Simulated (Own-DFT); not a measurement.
GaN (wurtzite, strained, atoms displaced) (calculated)

Computed with Own-DFT development build. A calculation, not a measurement: plane-wave PBE density functional theory by an unreviewed code, no spin, of a simulated periodic cell, stress positive in tension, free energy of the whole cell less one offset for each atom, forces on such cells passed a denser k mesh, this cell's mesh not checked; offsets are fitted by least squares, one for each functional and potential file, so energies compare only between cells with the same atoms and settings and are not formation energies; the far tail of each file's local potential was reset to the Coulomb form; each entry is a single point on an unrelaxed cell, so the pressure reflects the starting lattice, mostly measured values (interpolated for alloys), from which strain is counted, and rises with the displacements; printed positions are rounded, which can move forces by about a meV/angstrom; the program, named Own-DFT, is a retired in-house code; no spin-orbit coupling.

Settings shared by all entries: functional PBE; potential files PseudoDojo norm-conserving, scalar-relativistic, standard set with the stringent files for Ga; wave cutoff 96 hartree; occupations Gaussian; smearing width 0.01 eV; k mesh 3 x 4 x 3 centred on Gamma.

(1) GaN (wurtzite, strained, atoms displaced)

```
CELL_PARAMETERS angstrom
12.75600 -0.06380 0.00000
-4.82490 8.30920 0.00000
0.00000 0.00000 10.37000
ATOMIC_POSITIONS crystal
Ga 0.08489 0.23550 0.99576
Ga 0.16122 0.09582 0.25078
N 0.08155 0.21757 0.19631
N 0.16581 0.10730 0.44565
Ga 0.09038 0.22315 0.50614
Ga 0.17262 0.12883 0.75508
N 0.08370 0.23558 0.69362
N 0.16720 0.11304 0.94827
Ga 0.08355 0.55499 0.00003
Ga 0.16729 0.44697 0.24061
N 0.07345 0.54840 0.19043
N 0.17020 0.44455 0.44046
Ga 0.08563 0.55776 0.50399
Ga 0.16860 0.45367 0.75038
N 0.07964 0.55928 0.68529
N 0.17723 0.45249 0.94080
Ga 0.08731 0.90073 0.99040
Ga 0.16557 0.77627 0.24757
N 0.08894 0.88216 0.19257
N 0.17287 0.77400 0.43834
Ga 0.08160 0.89139 0.50212
Ga 0.15874 0.77215 0.75042
N 0.08844 0.88825 0.69058
N 0.16204 0.77190 0.93407
Ga 0.33264 0.22809 0.00401
Ga 0.42406 0.11570 0.24634
N 0.33836 0.22630 0.18393
N 0.41461 0.11753 0.43844
Ga 0.33145 0.21490 0.49329
Ga 0.41864 0.11076 0.75257
N 0.32756 0.21678 0.69085
N 0.41528 0.10551 0.94071
Ga 0.33405 0.54995 0.99757
Ga 0.42262 0.44146 0.24622
N 0.33729 0.56306 0.18754
N 0.42009 0.43960 0.42835
Ga 0.32770 0.56038 0.49197
Ga 0.42009 0.44803 0.74687
N 0.33675 0.55996 0.68615
N 0.41969 0.44692 0.93893
Ga 0.33654 0.89816 0.99588
Ga 0.41321 0.77866 0.25023
N 0.33698 0.88717 0.18913
N 0.41857 0.78736 0.43737
Ga 0.33466 0.88943 0.50331
Ga 0.41363 0.77900 0.74459
N 0.33565 0.88529 0.69304
N 0.41650 0.78224 0.93477
Ga 0.58670 0.21785 0.00133
Ga 0.66345 0.10542 0.24756
N 0.58003 0.21562 0.19693
N 0.66553 0.11249 0.44000
Ga 0.58900 0.23724 0.49522
Ga 0.66312 0.10047 0.75293
N 0.58387 0.21956 0.69206
N 0.66302 0.10385 0.94538
Ga 0.58804 0.55925 0.00491
Ga 0.66306 0.43529 0.25698
N 0.57795 0.55110 0.18560
N 0.65894 0.43059 0.43713
Ga 0.58601 0.55837 0.49750
Ga 0.66029 0.44576 0.75573
N 0.59213 0.57348 0.68608
N 0.65835 0.44831 0.93694
Ga 0.58540 0.88560 0.99910
Ga 0.66613 0.77302 0.25310
N 0.58106 0.88884 0.18634
N 0.67427 0.78701 0.43809
Ga 0.58762 0.89719 0.49169
Ga 0.66917 0.78486 0.75211
N 0.58303 0.88954 0.68316
N 0.67075 0.77851 0.93191
Ga 0.83087 0.21532 0.99840
Ga 0.91341 0.11074 0.23782
N 0.83529 0.21835 0.19217
N 0.91969 0.10572 0.42796
Ga 0.82901 0.21643 0.49916
Ga 0.91588 0.10324 0.74196
N 0.83336 0.22188 0.69899
N 0.90962 0.11913 0.94197
Ga 0.83790 0.56368 0.99433
Ga 0.92053 0.44758 0.24742
N 0.83154 0.55608 0.18849
N 0.91623 0.44465 0.44122
Ga 0.83924 0.55877 0.50103
Ga 0.91454 0.44699 0.75628
N 0.83692 0.55814 0.68192
N 0.91877 0.45025 0.94323
Ga 0.83310 0.89056 0.00351
Ga 0.92507 0.77936 0.24404
N 0.82532 0.88288 0.18555
N 0.91708 0.77863 0.44340
Ga 0.83283 0.88976 0.50146
Ga 0.91655 0.79046 0.75933
N 0.84012 0.89296 0.68109
N 0.91237 0.77515 0.93466
```

| Property | Result |
| --- | --- |
| free energy of cell above offsets | -4.326 eV |
| pressure | 7.26 GPa |
| stress xx | -7.2 GPa |
| stress yy | -8.23 GPa |
| stress zz | -6.37 GPa |
| stress yz | 0.52 GPa |
| stress xz | 0.13 GPa |
| stress xy | -1.14 GPa |

Force:
```tsv
element	x (eV/Å)	y (eV/Å)	z (eV/Å)
Ga	-0.097	-1.528	1.181
Ga	0.229	2.321	0.42
N	0.73	0.327	-1.66
N	-0.132	0.149	-1.274
Ga	-1.443	0.128	-1.178
Ga	-0.625	-1.778	-0.081
N	0.861	-1.112	-0.012
N	-0.988	1.582	-1.382
Ga	0.197	0.431	0.314
Ga	0.322	-0.409	1.412
N	2.8	1.551	-1.214
N	-1.629	-0.687	-0.957
Ga	-0.169	-0.641	-1.108
Ga	0.011	0.685	-0.273
N	0.772	-0.891	1.204
N	-2.336	-0.636	-0.788
Ga	0.507	-2.61	1.029
Ga	2.166	-0.734	0.984
N	-1.481	0.787	-1.912
N	-1.514	0.5	-0.222
Ga	1.06	-1.116	0.519
Ga	1.402	0.749	-0.239
N	-1.941	1.471	0.347
N	-0.009	0.971	1.121
Ga	1.335	-0.197	-0.833
Ga	-2.568	-1.686	1.086
N	-0.591	-1.339	1.129
N	1.874	-1.252	-0.402
Ga	-0.489	1.493	1.165
Ga	-0.505	-0.297	-0.338
N	1.692	1.401	-0.613
N	-0.384	2.44	-0.268
Ga	1.103	2.454	0.718
Ga	-2.367	0.034	0.379
N	0.055	-1.287	-0.173
N	-0.891	0.716	1.636
Ga	2.655	0.376	0.717
Ga	-0.105	0.042	-0.08
N	-0.275	-0.691	-0.363
N	0.148	-0.131	-0.508
Ga	0.141	-2.561	0.811
Ga	0.946	-0.017	-0.059
N	-1.619	0.705	-0.741
N	0.662	-0.717	-0.052
Ga	-0.158	0.99	0.045
Ga	1.496	-0.331	0.962
N	-1.897	0.794	-0.781
N	0.559	-0.657	0.216
Ga	-1.267	0.67	0.176
Ga	0.843	0.366	0.56
N	1.896	1.365	-1.88
N	-0.331	0.685	-0.797
Ga	-0.242	-5.074	2.466
Ga	-0.202	1.187	-0.148
N	-0.141	0.714	-0.397
N	0.314	0.758	-0.851
Ga	-1.199	0.302	-0.677
Ga	0.14	1.164	-1.519
N	2.17	0.961	0.627
N	0.5	5.291	-0.386
Ga	-0.449	0.017	0.058
Ga	1.166	0.08	-1.635
N	-0.241	-1.889	-0.249
N	2.468	-1.068	0.817
Ga	-0.86	-0.872	0.147
Ga	-0.919	0.12	-0.399
N	0.763	-0.747	0.409
N	-1.102	-1.327	-0.196
Ga	-0.255	-1.13	1.031
Ga	-0.21	0.429	-1.214
N	0.41	-0.365	0.088
N	-0.38	0.116	1.319
Ga	-2.062	1.976	1.18
Ga	1.064	-0.905	1.737
N	-1.955	1.023	-1.053
N	-0.481	0.805	1.529
Ga	1.29	0.668	0.313
Ga	-1.003	1.932	1.257
N	0.017	-0.325	-1.107
N	3.741	-1.76	-1.392
Ga	-0.835	-1.586	1.165
Ga	-2.365	-1.649	1.356
N	0.081	-0.289	-0.334
N	0.472	-0.383	-0.629
Ga	-0.57	-0.35	-0.413
Ga	-0.071	-0.311	-0.92
N	-1.078	0.222	2.211
N	-0.294	-0.986	-0.291
Ga	-0.174	0.292	-0.583
Ga	-1.972	-0.53	1.297
N	1.804	0.263	0.192
N	-0.078	-0.094	-1.416
Ga	1.162	0.609	-1.413
Ga	1.595	-1.479	-2.984
N	-0.956	-0.5	1.363
N	0.287	1.808	1.704
```

(2) GaN (wurtzite, strained, atoms displaced)

```
CELL_PARAMETERS angstrom
12.75600 0.00000 -0.06380
-4.78350 8.28530 0.02390
-0.05180 0.00000 10.37000
ATOMIC_POSITIONS crystal
Ga 0.07745 0.21602 0.00457
Ga 0.16811 0.12535 0.25373
N 0.08760 0.22790 0.19321
N 0.17371 0.11511 0.44284
Ga 0.07758 0.21825 0.49726
Ga 0.17592 0.12191 0.74854
N 0.08979 0.22733 0.68500
N 0.16185 0.10237 0.94278
Ga 0.08804 0.55548 0.00612
Ga 0.16980 0.44726 0.25692
N 0.08982 0.54936 0.18417
N 0.16453 0.44843 0.43919
Ga 0.08478 0.54920 0.49250
Ga 0.16130 0.43359 0.75120
N 0.08099 0.55514 0.67588
N 0.16638 0.44777 0.93945
Ga 0.08412 0.89332 0.99758
Ga 0.17001 0.78899 0.24291
N 0.08261 0.88958 0.18178
N 0.16736 0.79048 0.43755
Ga 0.08274 0.88942 0.50187
Ga 0.17071 0.78339 0.75041
N 0.08456 0.89082 0.69028
N 0.15949 0.77402 0.93323
Ga 0.33755 0.21384 0.99500
Ga 0.41495 0.10599 0.24899
N 0.32311 0.21589 0.19020
N 0.41157 0.11126 0.44030
Ga 0.32829 0.23030 0.49969
Ga 0.42148 0.12382 0.74827
N 0.33797 0.22057 0.68655
N 0.41302 0.11090 0.94444
Ga 0.33605 0.54576 0.00336
Ga 0.41047 0.44484 0.25214
N 0.32688 0.55291 0.18714
N 0.42147 0.45291 0.43961
Ga 0.32445 0.55060 0.50476
Ga 0.42140 0.44953 0.74874
N 0.32576 0.55075 0.68726
N 0.41111 0.44190 0.94505
Ga 0.33774 0.89614 0.00549
Ga 0.42145 0.77622 0.24811
N 0.32133 0.87299 0.19777
N 0.41769 0.77086 0.44009
Ga 0.33437 0.89788 0.50093
Ga 0.41593 0.77741 0.75871
N 0.33231 0.88774 0.69602
N 0.41156 0.77603 0.93643
Ga 0.58279 0.22384 0.99561
Ga 0.66554 0.11193 0.25570
N 0.58836 0.22671 0.19274
N 0.66438 0.11444 0.43984
Ga 0.57590 0.21315 0.49279
Ga 0.66756 0.10607 0.74916
N 0.57762 0.21632 0.68701
N 0.66708 0.11279 0.94299
Ga 0.58726 0.55140 0.99789
Ga 0.67246 0.45038 0.25264
N 0.59280 0.56722 0.19130
N 0.66519 0.44324 0.44030
Ga 0.58643 0.55775 0.49940
Ga 0.66754 0.45185 0.75465
N 0.58223 0.54834 0.69055
N 0.66409 0.43829 0.93859
Ga 0.58672 0.88622 0.99177
Ga 0.66963 0.78259 0.24550
N 0.58382 0.88783 0.19123
N 0.67011 0.77482 0.44018
Ga 0.58890 0.90099 0.50243
Ga 0.67086 0.77840 0.75765
N 0.58840 0.88647 0.68796
N 0.66518 0.77489 0.94044
Ga 0.82868 0.22072 0.00634
Ga 0.91943 0.11892 0.25357
N 0.83571 0.22850 0.18652
N 0.91425 0.11450 0.44040
Ga 0.83853 0.22078 0.50396
Ga 0.92286 0.11876 0.74471
N 0.83107 0.22641 0.69169
N 0.92094 0.10438 0.94143
Ga 0.84287 0.56685 0.99472
Ga 0.90796 0.43901 0.25049
N 0.83154 0.55224 0.18781
N 0.92052 0.44888 0.44256
Ga 0.83951 0.55754 0.49823
Ga 0.90993 0.44096 0.74172
N 0.83613 0.56464 0.69811
N 0.92177 0.43825 0.93234
Ga 0.83149 0.88587 0.00273
Ga 0.91169 0.77250 0.23976
N 0.82616 0.88167 0.18939
N 0.91995 0.77460 0.44751
Ga 0.83403 0.88635 0.50695
Ga 0.90859 0.76698 0.74922
N 0.82349 0.88646 0.69039
N 0.91940 0.79343 0.93696
```

| Item | Value |
| --- | --- |
| free energy of cell above offsets | -3.883 eV |
| pressure | 7.31 GPa |
| stress xx | -8.88 GPa |
| stress yy | -6.75 GPa |
| stress zz | -6.31 GPa |
| stress yz | 0.05 GPa |
| stress xz | -0.21 GPa |
| stress xy | 0.25 GPa |

Force:
```tsv
element	x (eV/Å)	y (eV/Å)	z (eV/Å)
Ga	1.484	1.319	-0.213
Ga	0.514	-2.484	0.172
N	-1.512	-0.291	-0.073
N	-2.956	-0.537	-0.791
Ga	1.442	0.677	0.207
Ga	-0.568	-1.832	0.765
N	-0.682	-1.57	-0.417
N	0.555	2.711	-1.229
Ga	-0.603	0.206	-1.589
Ga	-0.539	0.044	-0.873
N	-2.269	0.785	1.866
N	1.342	-1.886	-0.45
Ga	-1.381	2.879	0.896
Ga	-0.857	2.55	0.532
N	0.135	-0.333	1.583
N	1.043	-1.262	-0.202
Ga	0.517	-1.247	-0.084
Ga	-2.667	-2.62	1.938
N	-1.003	0.402	1.057
N	0.959	-1.426	-0.59
Ga	0.636	0.261	0.545
Ga	-0.785	-1.312	-0.52
N	-0.8	0.44	0.086
N	0.997	0.49	1.389
Ga	-3.784	1.417	1.782
Ga	-0.517	0.439	0.359
N	2.293	1.051	-0.627
N	-0.053	0.713	-0.735
Ga	2.487	0.605	0.203
Ga	0.443	-2.44	0.548
N	-1.347	1.461	0.169
N	2.496	-0.395	-1.351
Ga	-2.746	1.234	-0.146
Ga	1.458	0.051	-0.356
N	1.363	0.501	0.334
N	-0.979	-0.701	0.099
Ga	1.463	1.155	-0.355
Ga	-1.28	-0.427	0.334
N	1.144	0.288	1.059
N	2.766	-0.788	-1.507
Ga	-0.931	-2.013	-0.29
Ga	-0.981	-0.476	1.008
N	3.894	2.877	-2.076
N	-0.553	1.167	-0.017
Ga	0.276	-1.811	0.438
Ga	-0.115	-0.186	-2.248
N	0.814	1.154	-0.891
N	1.095	0.055	1.949
Ga	0.454	-0.687	1.324
Ga	0.413	-0.299	-0.975
N	-1.008	-0.465	-0.743
N	1.389	0.315	0.07
Ga	-0.244	1.565	1.192
Ga	-1.085	0.346	0.351
N	1.747	1.106	0.03
N	-0.257	-0.635	-0.873
Ga	-1.246	0.101	1.289
Ga	-1.356	-0.479	0.173
N	-0.965	-1.965	-0.836
N	0.966	-0.072	0.153
Ga	-0.134	-0.02	0.171
Ga	0.927	-1.648	-0.992
N	-0.331	1.491	-0.16
N	0.727	1.165	0.063
Ga	-1.613	0.283	1.36
Ga	-0.911	-0.602	1.846
N	-0.141	0.839	-1.09
N	-0.591	1.235	-0.344
Ga	0.146	-2.503	-0.334
Ga	-1.397	-0.907	-0.988
N	-0.95	-0.161	0.845
N	0.568	-0.382	0.005
Ga	1.417	0.499	-1.617
Ga	0.078	-0.805	-0.831
N	-0.238	-1.484	1.285
N	0.887	-1.185	-0.258
Ga	-2.144	1.024	0.067
Ga	-0.246	-0.915	1.352
N	0.853	-1.286	-0.855
N	-2.298	0.313	-0.751
Ga	0.355	-1.108	-0.107
Ga	2.001	1.42	0.249
N	0.357	0.429	-0.836
N	-0.51	-1.46	-1.047
Ga	-1.238	-0.542	0.883
Ga	1.756	1.606	1.176
N	-0.722	-3.081	-1.866
N	-1.301	0.567	0.677
Ga	-0.221	0.692	-0.055
Ga	1.039	0.974	1.501
N	1.486	2.093	-0.174
N	-1.289	0.869	-1.632
Ga	-0.161	-0.55	-0.97
Ga	0.884	4.284	0.602
N	2.286	1.234	0.014
N	0.151	-2.101	-0.029
```

(3) GaN (wurtzite, strained, atoms displaced)

```
CELL_PARAMETERS angstrom
12.75600 0.00000 0.00000
-4.78350 8.28530 -0.04140
0.00000 -0.05180 10.37000
ATOMIC_POSITIONS crystal
Ga 0.07793 0.22516 0.99808
Ga 0.16830 0.11190 0.25481
N 0.08256 0.22295 0.18548
N 0.16850 0.10853 0.43263
Ga 0.08416 0.22307 0.50154
Ga 0.16652 0.11764 0.75843
N 0.08147 0.21872 0.69196
N 0.16863 0.11098 0.94045
Ga 0.08761 0.55841 0.99048
Ga 0.16897 0.44218 0.24678
N 0.08177 0.55978 0.18439
N 0.17481 0.43642 0.43323
Ga 0.08816 0.55914 0.50128
Ga 0.16492 0.44163 0.74827
N 0.08329 0.55665 0.69651
N 0.17517 0.44985 0.93634
Ga 0.08474 0.88441 0.99297
Ga 0.17161 0.77418 0.24425
N 0.09073 0.89449 0.18965
N 0.16278 0.77721 0.43983
Ga 0.08053 0.89050 0.50431
Ga 0.17123 0.78069 0.74495
N 0.08905 0.90581 0.68501
N 0.17334 0.78079 0.93722
Ga 0.33413 0.21798 0.00518
Ga 0.41722 0.10653 0.25603
N 0.33494 0.22316 0.19359
N 0.41942 0.11244 0.44233
Ga 0.33434 0.22441 0.49016
Ga 0.41257 0.11535 0.74862
N 0.33212 0.22384 0.69208
N 0.40968 0.11160 0.94341
Ga 0.33076 0.55311 0.98571
Ga 0.41660 0.44950 0.24611
N 0.32880 0.54324 0.17989
N 0.41884 0.43803 0.43141
Ga 0.32375 0.54574 0.50082
Ga 0.42227 0.45716 0.75276
N 0.34215 0.56023 0.68804
N 0.42329 0.44448 0.94380
Ga 0.33041 0.87746 0.00050
Ga 0.41846 0.78232 0.24981
N 0.32388 0.88688 0.18427
N 0.41239 0.77346 0.44552
Ga 0.33144 0.88183 0.49827
Ga 0.41192 0.76470 0.74857
N 0.34164 0.88282 0.68847
N 0.40906 0.77857 0.93929
Ga 0.58813 0.21397 0.99265
Ga 0.66026 0.11181 0.24610
N 0.57855 0.21457 0.19051
N 0.66454 0.10781 0.44089
Ga 0.58394 0.23432 0.49715
Ga 0.66176 0.10666 0.74939
N 0.57813 0.21913 0.69196
N 0.65417 0.09973 0.93981
Ga 0.58896 0.55952 0.99019
Ga 0.66152 0.44012 0.24493
N 0.58777 0.56018 0.19244
N 0.67260 0.43962 0.44401
Ga 0.58501 0.55728 0.50294
Ga 0.65876 0.44321 0.75135
N 0.59383 0.56595 0.68332
N 0.66285 0.45284 0.94243
Ga 0.58914 0.88779 0.99955
Ga 0.67059 0.77385 0.25047
N 0.59224 0.89170 0.19704
N 0.67151 0.78548 0.44236
Ga 0.57844 0.87989 0.50073
Ga 0.67021 0.78046 0.75503
N 0.58217 0.88919 0.67971
N 0.66565 0.78012 0.93530
Ga 0.82498 0.21773 0.99659
Ga 0.90874 0.11407 0.24650
N 0.83355 0.22005 0.18496
N 0.91119 0.11117 0.44561
Ga 0.83652 0.21937 0.50284
Ga 0.91784 0.12133 0.75149
N 0.83272 0.23302 0.69032
N 0.91282 0.10825 0.94043
Ga 0.84316 0.56306 0.99704
Ga 0.92316 0.45169 0.24345
N 0.83372 0.55275 0.18966
N 0.91678 0.44616 0.44026
Ga 0.83502 0.55927 0.50584
Ga 0.91121 0.43556 0.75228
N 0.83622 0.56228 0.68427
N 0.91952 0.45117 0.94116
Ga 0.83815 0.89396 0.00226
Ga 0.92555 0.77713 0.25203
N 0.83654 0.89147 0.19715
N 0.91724 0.78023 0.42966
Ga 0.83860 0.89516 0.50138
Ga 0.91903 0.77850 0.75929
N 0.83431 0.88617 0.68686
N 0.91335 0.78185 0.93604
```

Question: GaN (wurtzite, strained, atoms displaced) (entry 3): stress xx?
Answer: -7.52 GPa

Question: Give the table of force values for GaN (wurtzite, strained, atoms displaced) (entry 3).
Answer: 
Force:
```tsv
element	x (eV/Å)	y (eV/Å)	z (eV/Å)
Ga	1.533	-0.178	0.629
Ga	-0.289	0.272	-1.865
N	-0.469	-0.463	0.372
N	-0.909	0.182	1.87
Ga	0.043	-1.06	-0.433
Ga	1.026	0.082	-0.704
N	-0.292	0.964	-0.516
N	-1.079	0.123	0.5
Ga	0.102	0.034	0.96
Ga	-0.641	0.061	-0.527
N	1.695	-0.679	-0.627
N	-3.016	-0.169	0.188
Ga	-0.762	-0.791	-0.181
Ga	0.486	0.491	-0.005
N	0.163	-0.48	-0.959
N	-2.55	-1.758	-0.895
Ga	-0.106	0.999	1.381
Ga	-2.419	0.046	1.494
N	-0.239	-0.92	-1.008
N	0.781	0.014	-0.307
Ga	0.184	-0.01	-1.179
Ga	-0.081	0.873	0.118
N	0.273	-1.831	1.424
N	-1.605	-0.874	-0.938
Ga	-0.809	0.862	0.575
Ga	-1.11	0.301	-0.677
N	0.228	-0.15	-0.152
N	-0.416	-0.891	-0.237
Ga	0.042	-0.576	1.473
Ga	0.559	-1.056	0.73
N	-0.489	1.034	-1.025
N	2.426	-1.08	-0.929
Ga	2.45	0.807	2.226
Ga	0.908	-0.466	-0.146
N	-0.284	2.088	0.025
N	-0.553	1.517	1.032
Ga	3.199	1.425	0.047
Ga	1.344	-1.804	-0.063
N	-1.542	-2.239	-0.579
N	-1.241	0.191	-1.003
Ga	-0.759	2.781	0.175
Ga	0.153	-0.981	-0.108
N	3.123	0.729	0.564
N	0.392	-0.913	-1.657
Ga	-0.573	1.144	0.719
Ga	0.699	2.927	0.691
N	-2.118	0.834	-0.285
N	3.14	-0.831	-0.713
Ga	-4.521	1.994	1.504
Ga	1.889	0.133	1.907
N	-0.236	0.834	-1.284
N	-0.168	0.361	-0.186
Ga	1.403	-2.633	1.141
Ga	-0.367	-0.037	-1.008
N	0.376	0.669	-0.092
N	2.97	0.121	-1.319
Ga	-1.952	0.762	2.603
Ga	0.983	0.308	0.889
N	-0.544	-0.755	-1.259
N	-1.385	2.144	-1.483
Ga	0.335	0.288	-1.644
Ga	1.585	-0.038	-0.094
N	-1.49	-0.658	1.346
N	3.844	-2.019	-1.078
Ga	-1.923	-1.045	1.308
Ga	0.004	0.731	1.215
N	-1.345	-0.78	-1.59
N	0.09	-1.283	-0.5
Ga	0.331	1.313	-1.082
Ga	-0.242	0.849	-2.065
N	0.47	-0.515	2.634
N	1.102	0.182	0.754
Ga	0.662	0.564	0.636
Ga	2.087	-0.468	1.125
N	-1.797	1.059	-0.503
N	2.219	0.391	-1.293
Ga	-2.594	1.069	-0.509
Ga	-0.213	-1.63	-0.423
N	0.298	-2.73	0.138
N	-0.491	0.902	-0.701
Ga	-2.097	-0.316	1.123
Ga	-0.964	-1.241	1.353
N	-0.384	0.291	-0.819
N	1.016	-0.138	-0.336
Ga	0.514	0.2	-1.576
Ga	-0.389	3.11	-0.048
N	0.034	-0.663	2.309
N	0.373	-1.475	-0.734
Ga	-0.836	-0.519	1.151
Ga	-0.723	0.292	-1.181
N	0.488	-0.341	-1.495
N	0.095	-0.111	2.259
Ga	-0.309	-1.081	-0.187
Ga	-0.16	0.44	-2.776
N	0.089	1.112	1.038
N	1.277	-0.225	1.35
```

Further results for GaN (wurtzite, strained, atoms displaced) (entry 3):

| Quantity | Value |
| --- | --- |
| free energy of cell above offsets | -4.115 eV |
| pressure | 7.16 GPa |
| stress yy | -7.58 GPa |
| stress zz | -6.37 GPa |
| stress yz | -1.6 GPa |
| stress xz | 0.22 GPa |
| stress xy | 1.1 GPa |
